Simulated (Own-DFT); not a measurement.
# Strain and stress in 4H SiC, 72 atoms (C36Si36)

Calculated results; nothing here was measured. The program, named Own-DFT, is a retired in-house plane-wave density functional code that no person has reviewed. Each row is one single-point run on a periodic cell that was not relaxed, without spin or spin-orbit coupling.

Settings of every run: PBE; PseudoDojo norm-conserving scalar-relativistic files; cutoff 42 hartree; 4 x 4 x 3 k mesh centred on Gamma; Fermi-Dirac smearing of 0.1 eV.

Known limits: forces on such cells passed a denser k mesh, each cell not checked; stress not checked against mesh or cutoff.

Unstrained cell vectors in Å: (9.248, 0.000, 0.000); (-4.624, 8.009, 0.000); (0.000, 0.000, 10.068). The unstrained cell has measured lattice constants (interpolated for alloys), not those of this functional. That, the random moves and any unrelaxed bonds set the pressure at no strain. Each run strains this cell uniformly, with the atoms carried along. Every atom was also moved at random, by a Gaussian of width 0.05 Å on each axis. Strain is the symmetric tensor, in per cent. Stress is positive in tension, and the pressure is minus a third of its trace.

| run | e_xx (%) | e_yy (%) | e_zz (%) | e_yz (%) | e_xz (%) | e_xy (%) | s_xx (GPa) | s_yy (GPa) | s_zz (GPa) | s_yz (GPa) | s_xz (GPa) | s_xy (GPa) | P (GPa) | E (meV/atom) |
|---|---|---|---|---|---|---|---|---|---|---|---|---|---|---|
| 1 | 0.35 | 0.14 | -1.96 | 1.65 | 0.46 | -1.77 | -3.16 | -4.19 | -19.81 | 5.43 | 1.62 | -8.44 | 9.05 | 40.2 |
| 2 | 1.50 | -0.52 | 0.29 | -0.96 | -1.93 | 1.09 | 2.28 | -5.39 | -4.76 | -3.04 | -7.59 | 3.87 | 2.62 | 27.2 |
| 3 | 1.93 | 0.50 | 0.11 | -1.24 | -1.89 | -0.64 | 6.69 | -0.38 | -5.48 | -3.06 | -6.02 | -3.08 | -0.28 | 20.9 |
| 4 | 1.75 | 1.39 | 1.28 | -0.55 | -0.49 | -1.13 | 5.95 | 2.93 | 4.09 | -2.49 | -1.78 | -4.98 | -4.32 | 3.5 |
| 5 | -0.37 | 0.85 | 0.04 | -1.46 | -1.25 | 1.48 | -4.95 | -0.44 | -8.01 | -5.25 | -3.55 | 7.21 | 4.47 | 34.3 |
| 6 | -0.51 | 0.11 | 0.30 | 1.43 | -0.66 | -1.65 | -8.74 | -2.70 | -5.19 | 4.00 | -3.31 | -6.13 | 5.55 | 20.0 |
| 7 | -1.67 | -1.38 | 0.09 | 0.11 | -0.22 | 1.41 | -17.80 | -14.91 | -6.53 | 0.60 | -0.20 | 7.33 | 13.08 | 46.8 |
| 8 | 1.16 | 1.88 | 1.71 | 0.53 | -1.48 | 0.42 | 3.35 | 5.52 | 4.72 | 2.43 | -5.00 | 2.96 | -4.53 | 16.5 |
| 9 | 0.56 | -0.15 | 1.01 | -0.90 | 1.10 | -0.79 | -2.36 | -5.49 | 0.59 | -2.17 | 3.36 | -3.94 | 2.42 | 24.3 |
| 10 | -0.23 | -0.63 | 0.52 | -1.99 | 0.75 | 0.35 | -5.80 | -10.12 | -2.75 | -6.11 | 2.95 | 1.58 | 6.22 | 31.3 |
| 11 | -1.59 | 0.02 | 0.29 | 1.77 | 1.82 | -0.87 | -14.95 | -4.65 | -4.72 | 5.44 | 6.65 | -3.74 | 8.11 | 31.5 |
| 12 | 0.43 | 0.99 | 0.20 | 0.77 | -0.26 | -1.40 | -0.15 | 0.11 | -3.88 | 2.79 | -1.10 | -6.22 | 1.31 | 3.6 |
| 13 | -0.83 | 0.91 | 1.59 | 0.21 | 0.13 | 1.27 | -8.25 | -1.60 | 2.79 | 0.77 | 0.51 | 5.49 | 2.35 | 39.7 |
| 14 | 1.43 | 0.08 | 1.75 | 0.60 | -0.86 | 0.65 | 4.30 | -2.91 | 4.49 | 1.95 | -3.04 | 2.47 | -1.96 | 0.0 |
| 15 | 0.71 | -0.03 | -1.09 | -1.12 | -1.53 | 1.72 | -3.01 | -4.20 | -12.76 | -4.08 | -5.26 | 8.32 | 6.66 | 41.6 |
| 16 | 1.36 | -1.26 | -1.08 | -1.03 | -1.26 | 0.59 | 1.81 | -12.66 | -12.40 | -2.59 | -4.21 | 3.17 | 7.75 | 27.2 |
| 17 | 1.38 | 0.89 | -0.67 | -0.27 | -1.50 | -1.30 | ? | ? | ? | ? | ? | ? | ? | ? |

E is the free energy for each atom above the lowest run shown.

## Worked fit

Each stress component was fitted by least squares to a constant and the strains of the runs shown, as fractions, with shears doubled. Shear strains stay in the fit of a normal stress only where such slopes are resolved. The slopes, in GPa:

| stress | at no strain | per e_xx | per e_yy | per e_zz | scatter |
|---|---|---|---|---|---|
| s_xx | -5.3 | 584 ± 25 | 125 ± 36 | 17 ± 30 | 1.09 |
| s_yy | -5.1 | 67 ± 29 | 560 ± 41 | -5 ± 34 | 1.23 |
| s_zz | -6.6 | 46 ± 22 | -4 ± 32 | 648 ± 26 | 0.94 |

Each shear stress against twice its own strain: yz 160 ± 9, xz 181 ± 10, xy 214 ± 11 GPa. These are stiffnesses along x, y and z of the frame in which the cell vectors are given, which need not be the crystal's axes. The atoms are held to the strained lattice; where symmetry lets them move under strain, relaxing them would lower some slopes. The table should be nearly symmetric about its diagonal, and what it lacks of that shows the noise. A ninth of its sum, 226 ± 5 GPa, estimates the bulk modulus near the mean pressure of these runs, 3.7 GPa, so it lies above the value at zero pressure.

## Withheld run

Question: what normal stresses and pressure should run 17 give?

The fit gives s_xx = 3.8, s_yy = 0.9, s_zz = -10.3 and P = 1.9 GPa. The calculation gave 2.97, 1.87, -11.02 and P = 2.06 GPa.
